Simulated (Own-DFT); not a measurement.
SiC (4H silicon carbide, strained, atoms displaced), SiC (2H silicon carbide, atoms displaced) (calculated)

Computed with Own-DFT development build. A calculation, not a measurement: plane-wave PBE density functional theory by an unreviewed code, no spin, of a simulated periodic cell, stress positive in tension, free energy of the whole cell less one offset for each atom, forces on such cells passed a denser k mesh, this cell's mesh not checked; offsets are fitted by least squares, one for each functional and potential file, so energies compare only between cells with the same atoms and settings and are not formation energies; the far tail of each file's local potential was reset to the Coulomb form; each entry is a single point on an unrelaxed cell, so the pressure reflects the starting lattice, mostly measured values (interpolated for alloys), from which strain is counted, and rises with the displacements; printed positions are rounded, which can move forces by about a meV/angstrom; the program, named Own-DFT, is a retired in-house code; no spin-orbit coupling.

Common to all runs: functional PBE; potential files PseudoDojo norm-conserving, scalar-relativistic, standard set; wave cutoff 42 hartree; occupations Fermi-Dirac; smearing width 0.1 eV; hardware one NVIDIA H100.

(1) SiC (4H silicon carbide, strained, atoms displaced)

```
cell vectors (Å)
   9.1638     0.1170    -0.0333
  -4.4806     7.9667    -0.0732
  -0.0363    -0.1130    10.0880
atoms (fractions of the cell vectors)
Si  0.00582  0.00641  0.41111
Si  0.11216  0.22170  0.16339
C   0.00802  0.01102  0.09156
C   0.10982  0.23095  0.34281
Si  0.01018  0.33854  0.41041
Si  0.10952  0.55367  0.15623
C   0.00639  0.33706  0.09372
C   0.10699  0.56292  0.35306
Si  0.00066  0.66439  0.40799
Si  0.10152  0.89048  0.15356
C   0.00019  0.66018  0.08984
C   0.11738  0.88542  0.33724
Si  0.33633  0.99108  0.40989
Si  0.44777  0.23335  0.14785
C   0.32803  0.99702  0.08883
C   0.44484  0.22487  0.34741
Si  0.32957  0.33941  0.40804
Si  0.44316  0.55493  0.15885
C   0.33349  0.34326  0.08298
C   0.44275  0.55916  0.34541
Si  0.32837  0.66392  0.40799
Si  0.44624  0.88218  0.16412
C   0.32726  0.66931  0.08951
C   0.44979  0.89457  0.33733
Si  0.66405  0.00222  0.39300
Si  0.77255  0.21554  0.15798
C   0.67672  0.00575  0.10358
C   0.76546  0.21543  0.35571
Si  0.67281  0.32720  0.40007
Si  0.76690  0.54364  0.15448
C   0.66956  0.32964  0.10062
C   0.77503  0.55265  0.34214
Si  0.67752  0.67131  0.40645
Si  0.77184  0.88579  0.15130
C   0.66545  0.65655  0.09743
C   0.78246  0.88966  0.34519
Si  0.98941  0.99711  0.90632
Si  0.87897  0.76960  0.65119
C   0.99324  0.98698  0.59555
C   0.89238  0.77533  0.82773
Si  0.99885  0.66787  0.89842
Si  0.89613  0.44760  0.65072
C   0.99554  0.66452  0.59507
C   0.89364  0.45073  0.84694
Si  0.00529  0.33693  0.90052
Si  0.88912  0.11157  0.65827
C   0.99808  0.33458  0.58765
C   0.89133  0.11887  0.84393
Si  0.66098  0.99903  0.91185
Si  0.55157  0.78108  0.65308
C   0.66865  0.01202  0.60058
C   0.57141  0.79256  0.84289
Si  0.66880  0.67405  0.90363
Si  0.55548  0.44731  0.65965
C   0.67660  0.67238  0.59224
C   0.55350  0.43332  0.83855
Si  0.66750  0.32558  0.90990
Si  0.55546  0.11032  0.65883
C   0.66567  0.33196  0.59021
C   0.56961  0.12541  0.84217
Si  0.33794  0.99204  0.91437
Si  0.21787  0.77331  0.65858
C   0.32426  0.00790  0.59004
C   0.21895  0.77709  0.84553
Si  0.32928  0.65899  0.90498
Si  0.22939  0.43496  0.65532
C   0.33413  0.67047  0.58894
C   0.22173  0.45102  0.84338
Si  0.34063  0.34174  0.90892
Si  0.22442  0.11767  0.65294
C   0.33165  0.33507  0.59466
C   0.21495  0.11274  0.84102
```

| Quantity | Value |
| --- | --- |
| k mesh | 4 x 4 x 3 centred on Gamma |
| free energy of cell above offsets | -3.988 eV |
| pressure | 7.29 GPa |
| stress xx | -9.81 GPa |
| stress yy | -5.8 GPa |
| stress zz | -6.25 GPa |
| stress yz | -5.54 GPa |
| stress xz | -0.38 GPa |
| stress xy | 7.9 GPa |
| wall time | 356.7 s |

Force:
```csv
element,x (eV/Å),y (eV/Å),z (eV/Å)
Si,0.273,-1.176,-0.866
Si,-0.17,1.391,-2.435
C,-1.83,-1.914,0.075
C,1.824,-1.486,0.854
Si,-3.181,0.202,-0.832
Si,-0.221,0.569,0.415
C,-0.802,-1.216,0.245
C,2.962,-2.235,-2.219
Si,-2.768,1.667,0.057
Si,2.523,-1.334,-0.213
C,-2.181,1.014,-0.099
C,-1.242,0.504,1.55
Si,-2.004,2.374,-1.484
Si,-0.407,-2.267,1.782
C,0.886,0.701,2.496
C,-0.373,-0.424,-1.097
Si,2.002,-0.388,-0.501
Si,-0.625,0.62,-0.554
C,0.43,-0.904,3.379
C,0.768,-0.161,0.022
Si,0.281,1.289,-0.795
Si,-1.716,1.288,-3.282
C,1.739,-0.548,1.164
C,-0.028,-2.165,2.481
Si,1.457,-1.133,3.488
Si,1.787,2.449,1.545
C,-2.367,-2.131,-2.269
C,5.135,0.443,-3.741
Si,-5.099,2.554,2.516
Si,2.82,1.97,0.907
C,-1.056,-0.696,-2.011
C,1.211,-0.371,-0.058
Si,-1.537,-0.521,-0.097
Si,3.011,-0.396,1.825
C,-1.776,1.827,-1.712
C,-0.205,0.381,-0.844
Si,2.073,0.948,-1.339
Si,2.282,1.727,0.156
C,-0.103,2.484,-0.612
C,-1.811,0.532,3.835
Si,0.412,0.045,1.677
Si,-2.219,-0.78,1.361
C,0.94,0.157,-0.773
C,-0.231,-1.494,-1.287
Si,-0.675,0.219,1.538
Si,-0.204,-0.123,-0.582
C,2.373,-0.701,1.835
C,-0.658,-1.112,0.426
Si,1.285,2.399,-0.465
Si,1.485,1.303,-0.072
C,1.01,-2.659,-2.216
C,-2.249,-2.581,-0.088
Si,1.747,-1.895,-0.063
Si,1.359,-0.405,-1.891
C,-3.729,-1.915,-0.417
C,-0.554,2.05,1.994
Si,0.305,3.349,-0.029
Si,-1.683,1.685,-0.849
C,0.142,0.482,0.472
C,-1.232,-4.16,0.878
Si,-1.805,1.972,-2.898
Si,-0.735,1.454,-0.307
C,3.394,-2.182,0.893
C,1.297,-0.167,-0.698
Si,-0.093,2.687,0.099
Si,-4.412,2.783,0.889
C,0.296,-0.926,1.355
C,1.468,-1.441,-1.054
Si,-0.808,-1.845,-2.772
Si,-1.593,-1.113,1.741
C,2.217,-0.651,-1.305
C,1.188,0.099,0.877
```

(2) SiC (2H silicon carbide, atoms displaced)

```
cell vectors (Å)
   6.1654     0.0000     0.0000
  -3.0827     5.3394     0.0000
   0.0000     0.0000    10.0681
atoms (fractions of the cell vectors)
Si  0.03550  0.04180  0.99829
Si  0.15393  0.33573  0.26935
C   0.00884  0.00865  0.19919
C   0.18755  0.31661  0.45100
Si  0.97381  0.00000  0.50421
Si  0.15173  0.30970  0.72373
C   0.97774  0.00298  0.69969
C   0.20079  0.35714  0.93603
Si  0.96801  0.48696  0.01721
Si  0.20320  0.84987  0.24562
C   0.96295  0.47088  0.18531
C   0.14649  0.83287  0.41354
Si  0.99577  0.49766  0.49634
Si  0.18380  0.84167  0.75289
C   0.97738  0.47936  0.68355
C   0.17458  0.81311  0.93544
Si  0.50418  0.99753  0.99804
Si  0.66554  0.32530  0.24838
C   0.47533  0.98200  0.18664
C   0.66181  0.30580  0.43158
Si  0.50198  0.00554  0.50163
Si  0.68579  0.33485  0.75914
C   0.50659  0.00987  0.68323
C   0.66079  0.33498  0.92577
Si  0.47631  0.46273  0.99477
Si  0.63133  0.83459  0.25564
C   0.52571  0.50592  0.18729
C   0.70456  0.85510  0.43286
Si  0.52065  0.48809  0.50685
Si  0.68292  0.85457  0.74102
C   0.49624  0.51839  0.68701
C   0.64622  0.81535  0.95111
```

| Item | Value |
| --- | --- |
| k mesh | 5 x 5 x 3 centred on Gamma |
| free energy of cell above offsets | 8.236 eV |
| pressure | 13.17 GPa |
| stress xx | -16.03 GPa |
| stress yy | -8.93 GPa |
| stress zz | -14.54 GPa |
| stress yz | 1.68 GPa |
| stress xz | 0.69 GPa |
| stress xy | -8.82 GPa |
| wall time | 124.1 s |

Force:
```csv
element,x (eV/Å),y (eV/Å),z (eV/Å)
Si,-1.455,-4.401,1.662
Si,2.296,-1.348,-3.159
C,-0.515,0.243,-1.844
C,-2.422,2.727,-0.151
Si,7.115,1.527,1.113
Si,0.713,7.028,4.046
C,6.678,-2.191,-4.193
C,-8.234,-3.637,-3.507
Si,2.907,1.39,-5.56
Si,-11.17,-4.222,0.197
C,4.08,2.385,3.11
C,1.928,-1.026,7.185
Si,0.801,0.42,-0.465
Si,-1.122,-1.994,-0.008
C,2.439,3.208,-0.846
C,-1.953,1.528,1.143
Si,-0.251,-1.31,-0.524
Si,-3.018,-0.743,1.172
C,6.102,5.294,-3.387
C,0.377,2.931,0.396
Si,-0.34,-2.988,-1.044
Si,-3.671,-0.134,-4.136
C,-0.781,0.187,0.68
C,1.251,-1.602,5.195
Si,4.737,6.642,3.494
Si,6.64,-1.226,-1.809
C,-3.315,-0.521,0.61
C,-8.045,-4.896,-0.56
Si,-0.924,1.394,-1.164
Si,-5.785,-4.984,4.871
C,2.063,-1.601,-0.062
C,2.873,1.917,-2.456
```

(3) SiC (4H silicon carbide, strained, atoms displaced)

```
cell vectors (Å)
   9.1174     0.0287     0.0821
  -4.5338     8.0181    -0.1483
   0.0894    -0.1348    10.1445
atoms (fractions of the cell vectors)
Si  0.99417  0.99106  0.40083
Si  0.11014  0.21696  0.15411
C   0.99112  0.99342  0.08977
C   0.11898  0.23833  0.34405
Si  0.99468  0.33507  0.40433
Si  0.10519  0.54163  0.15982
C   0.00608  0.33576  0.09384
C   0.10860  0.55261  0.34841
Si  0.99760  0.66646  0.40513
Si  0.10266  0.89706  0.16303
C   0.99392  0.66769  0.08952
C   0.11541  0.88756  0.34238
Si  0.33569  0.00288  0.40837
Si  0.44424  0.22256  0.14729
C   0.33159  0.99228  0.09578
C   0.44025  0.22447  0.34546
Si  0.33788  0.32930  0.40699
Si  0.44905  0.55686  0.15445
C   0.32417  0.33472  0.09051
C   0.43555  0.55729  0.34697
Si  0.33040  0.66539  0.41184
Si  0.43978  0.90035  0.15507
C   0.33487  0.67540  0.09153
C   0.44627  0.88978  0.34665
Si  0.66236  0.00453  0.41263
Si  0.77728  0.22748  0.16752
C   0.66465  0.00857  0.09581
C   0.77986  0.21697  0.34562
Si  0.65840  0.32701  0.40734
Si  0.77286  0.55533  0.15559
C   0.66473  0.32429  0.09546
C   0.77436  0.55538  0.34534
Si  0.65911  0.65539  0.40124
Si  0.76872  0.88311  0.15505
C   0.66481  0.65836  0.09061
C   0.77887  0.88770  0.34013
Si  0.00308  0.99835  0.90161
Si  0.89393  0.78033  0.66652
C   0.99172  0.00171  0.59686
C   0.88278  0.78051  0.84368
Si  0.99634  0.66748  0.90191
Si  0.89682  0.44956  0.66079
C   0.00934  0.67330  0.59105
C   0.90086  0.43916  0.85176
Si  0.00348  0.32525  0.90395
Si  0.90249  0.11401  0.64969
C   0.00331  0.33763  0.59799
C   0.90167  0.11960  0.84282
Si  0.67254  0.00482  0.89995
Si  0.56608  0.78114  0.66524
C   0.66670  0.00343  0.59052
C   0.55929  0.76896  0.85271
Si  0.65533  0.65961  0.91020
Si  0.55818  0.45003  0.65682
C   0.65997  0.66405  0.58737
C   0.56448  0.44575  0.84012
Si  0.66803  0.33446  0.90664
Si  0.55248  0.11437  0.66257
C   0.66383  0.33936  0.59408
C   0.56421  0.11811  0.84041
Si  0.32951  0.00477  0.90893
Si  0.22786  0.78009  0.65794
C   0.33661  0.99277  0.60144
C   0.22924  0.76896  0.84471
Si  0.33849  0.67483  0.90843
Si  0.22581  0.44159  0.65944
C   0.33807  0.66491  0.59533
C   0.22027  0.44215  0.84462
Si  0.33356  0.34197  0.92025
Si  0.23381  0.11093  0.65353
C   0.33893  0.32750  0.59322
C   0.22299  0.10583  0.84090
```

| Property | Result |
| --- | --- |
| k mesh | 4 x 4 x 3 centred on Gamma |
| free energy of cell above offsets | -5.783 eV |
| pressure | 6.07 GPa |
| stress xx | -12.7 GPa |
| stress yy | -3.09 GPa |
| stress zz | -2.41 GPa |
| stress yz | -4.44 GPa |
| stress xz | 2.32 GPa |
| stress xy | 3.66 GPa |
| wall time | 356.4 s |

Force:
```csv
element,x (eV/Å),y (eV/Å),z (eV/Å)
Si,-0.045,2.055,1.354
Si,-1.609,0.306,1.091
C,0.048,1.135,0.082
C,0.461,-3.005,-0.39
Si,1.475,0.392,1.719
Si,-0.221,3.745,-0.63
C,-0.776,-2.237,-0.195
C,-0.45,0.326,-0.701
Si,0.14,0.125,0.176
Si,2.055,-2.293,-1.881
C,0.563,-0.057,1.209
C,-0.627,0.1,1.024
Si,0.162,-0.487,0.278
Si,-0.593,-0.615,1.546
C,-3.997,2.837,-1.236
C,2.065,-1.648,-1.733
Si,-2.984,2.047,0.687
Si,-2.454,0.52,1.029
C,2.27,-0.258,2.366
C,2.337,-1.333,-1.365
Si,-0.38,0.85,-0.168
Si,3.54,-2.642,1.509
C,0.468,-1.066,1.152
C,-0.82,-0.082,-0.45
Si,1.542,-1.449,-1.422
Si,1.534,-1.019,-2.365
C,0.721,-0.76,-0.746
C,-1.802,0.665,0.839
Si,0.95,1.306,0.357
Si,1.706,-0.645,0.125
C,-0.952,1.907,-0.427
C,1.069,-1.444,-0.876
Si,-1.318,2.413,1.059
Si,-0.465,0.903,-0.056
C,-0.899,0.831,0.488
C,-1.094,-0.909,0.367
Si,-0.576,0.532,0.6
Si,-1.166,-0.254,-3.19
C,5.273,-2.349,-2.025
C,0.717,-1.144,0.995
Si,1.325,-0.389,1.193
Si,-0.955,-0.277,-0.105
C,-0.824,-0.433,1.01
C,-2.875,1.121,-1.366
Si,-0.217,2.102,1.693
Si,-4.724,2.149,1.88
C,0.57,-0.633,-1.385
C,-0.625,-2.971,-0.916
Si,0.321,-0.021,1.629
Si,-1.433,-0.153,-1.738
C,0.704,0.093,2.363
C,-1.928,2.66,-1.646
Si,2.957,-0.089,-0.311
Si,-0.354,0.048,-0.375
C,1.779,0.447,1.276
C,-1.583,-0.334,1.486
Si,1.593,0.207,0.116
Si,1.555,0.72,-1.595
C,1.802,-0.928,0.055
C,-1.037,-1.188,1.466
Si,2.262,-1.624,-0.394
Si,0.585,-1.395,0.429
C,-0.617,0.942,-1.896
C,-3.233,2.641,-0.757
Si,0.555,-2.327,0.671
Si,-0.031,0.432,-0.566
C,0.083,0.137,0.815
C,1.393,0.951,0.422
Si,0.713,-1.022,-5.096
Si,-2.257,-0.129,0.646
C,-0.792,0.392,0.124
C,-0.58,1.571,0.672
```
